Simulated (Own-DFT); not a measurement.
# Point defects and the pressure they add: D0_22 TiAl3

Everything here is calculated. The program is Own-DFT (plane waves, in-house, since retired, never reviewed by a person); positions were held fixed, and spin and spin-orbit coupling were off.

All runs used: PBE; PseudoDojo norm-conserving scalar-relativistic files; cutoff 42 hartree; 4 x 4 x 4 k mesh centred on Gamma; cold (Marzari-Vanderbilt) smearing of 0.2 eV.

Known weak points: forces on such cells failed a check on a denser k mesh; stress not checked against mesh or cutoff.

All runs share one cell, with vectors in Å (-2.365, -6.981, 4.326); (-7.667, 3.491, 1.442); (-2.950, -3.488, -7.241) and a volume of 625.4 Å³. The atoms are randomly displaced, by u rms on each axis. The defect's site can differ from row to row.

| cell | formula | u (Å) | P (GPa) |
|---|---|---|---|
| no defect | Al30Ti10 | 0.0196 | 1.98 |
| no defect | Al30Ti10 | 0.0457 | 2.52 |
| no defect | Al30Ti10 | 0.0462 | 2.65 |
| two Al on a Ti site each | Al32Ti8 | 0.0280 | 2.90 |
| two Al on a Ti site each | Al32Ti8 | 0.0322 | 2.98 |
| two Al on a Ti site each | Al32Ti8 | 0.0456 | 3.20 |
| two Al on a Ti site each | Al32Ti8 | 0.0459 | ? |
| two Al vacancies | Al28Ti10 | 0.0281 | 1.18 |
| two Al vacancies | Al28Ti10 | 0.0306 | 1.23 |
| two Al vacancies | Al28Ti10 | 0.0522 | 1.76 |
| two Ti on an Al site each | Al28Ti12 | 0.0309 | 3.34 |
| two Ti on an Al site each | Al28Ti12 | 0.0475 | 3.74 |
| two Ti on an Al site each | Al28Ti12 | 0.0504 | 3.57 |

## Fit

P = P0 + c u² + a shift for each defect gives P0 = 1.95 GPa, c = 281 ± 35 GPa/Å² and a scatter of 0.09 GPa. The shifts, and each times the cell's volume:

- two Ti on an Al site each: 1.06 ± 0.07 GPa, 4.1 eV (2.1 eV for each of its 2 sites)
- two Al on a Ti site each: 0.71 ± 0.07 GPa, 2.8 eV (1.4 eV for each of its 2 sites)
- two Al vacancies: -0.98 ± 0.07 GPa, -3.8 eV (-1.9 eV for each of its 2 sites)

Positive is outwards. The product with the volume (160.2 GPa Å³ to the eV) is nearly free of the cell's size; divided by the bulk modulus at the cell's pressure it gives the volume that the defect adds. The atoms around the defects weren't relaxed, which would change these numbers.

## Test on the hidden row

Asked: what pressure belongs in the blank (two Al on a Ti site each, u = 0.0459 Å)?

The fitted form gives 3.25 ± 0.11 GPa. The calculation gave 3.35 GPa.
